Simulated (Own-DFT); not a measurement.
# Which defects push the lattice out? zincblende GaAs

Everything here is calculated. The program is Own-DFT (plane waves, in-house, since retired, never reviewed by a person); positions were held fixed, and spin and spin-orbit coupling were off.

All runs used: PBE; PseudoDojo norm-conserving scalar-relativistic files; cutoff 42 hartree; 3 x 3 x 3 k mesh centred on Gamma; Fermi-Dirac smearing of 0.1 eV.

Limits (not all hold for every row): not probed for a lower state with spin; forces not confirmed at this smearing and k mesh; stress not checked against mesh or cutoff.

All runs share one cell, with vectors in Å (11.737, 0.000, 0.000); (0.000, 11.737, 0.000); (0.000, 0.000, 10.833) and a volume of 1492.4 Å³, strained against the parent crystal. The atoms are randomly displaced, by u rms on each axis. The defect's site can differ from row to row.

| cell | formula | u (Å) | P (GPa) |
|---|---|---|---|
| no defect | As32Ga32 | 0.0307 | 1.26 |
| no defect | As32Ga32 | 0.0316 | 1.28 |
| no defect | As32Ga32 | 0.0501 | 1.55 |
| one As vacancy and one Ga vacancy | As31Ga31 | 0.0284 | 1.00 |
| one As vacancy and one Ga vacancy | As31Ga31 | 0.0294 | ? |
| one As vacancy and one Ga vacancy | As31Ga31 | 0.0440 | 1.11 |
| one As vacancy and one Ga vacancy | As31Ga31 | 0.0508 | 1.16 |
| one Al on a Ga site | AlAs32Ga31 | 0.0285 | 1.24 |
| one Al on a Ga site | AlAs32Ga31 | 0.0501 | 1.57 |
| one Al on a Ga site | AlAs32Ga31 | 0.0507 | 1.56 |
| one In on a Ga site | As32Ga31In | 0.0496 | 2.17 |
| one In on a Ga site | As32Ga31In | 0.0516 | 2.22 |
| one In on a Ga site | As32Ga31In | 0.0552 | 2.19 |
| one P on an As site | As31Ga32P | 0.0271 | 0.98 |
| one P on an As site | As31Ga32P | 0.0283 | 0.97 |
| one P on an As site | As31Ga32P | 0.0302 | 1.02 |

## Worked fit

P = P0 + c u² + a shift for each defect gives P0 = 1.14 GPa, c = 151 ± 18 GPa/Å² and a scatter of 0.04 GPa. The shifts, and each times the cell's volume:

- one In on a Ga site: 0.64 ± 0.04 GPa, 6.0 eV
- one Al on a Ga site: 0.02 ± 0.03 GPa, 0.2 eV (not resolved)
- one P on an As site: -0.27 ± 0.04 GPa, -2.5 eV
- one As vacancy and one Ga vacancy: -0.32 ± 0.03 GPa, -2.9 eV

A positive shift means that the defect pushes the cell outwards. Shift times volume (160.2 GPa Å³ is 1 eV) depends little on the cell's size, so, taken for each site, it can be compared between cells at like pressure. The atoms around the defects weren't relaxed, which would change these numbers.

## The run left out

The question: what pressure belongs in the blank (one As vacancy and one Ga vacancy, u = 0.0294 Å)?

Estimate: 0.95 ± 0.05 GPa. Computed: 0.93 GPa.
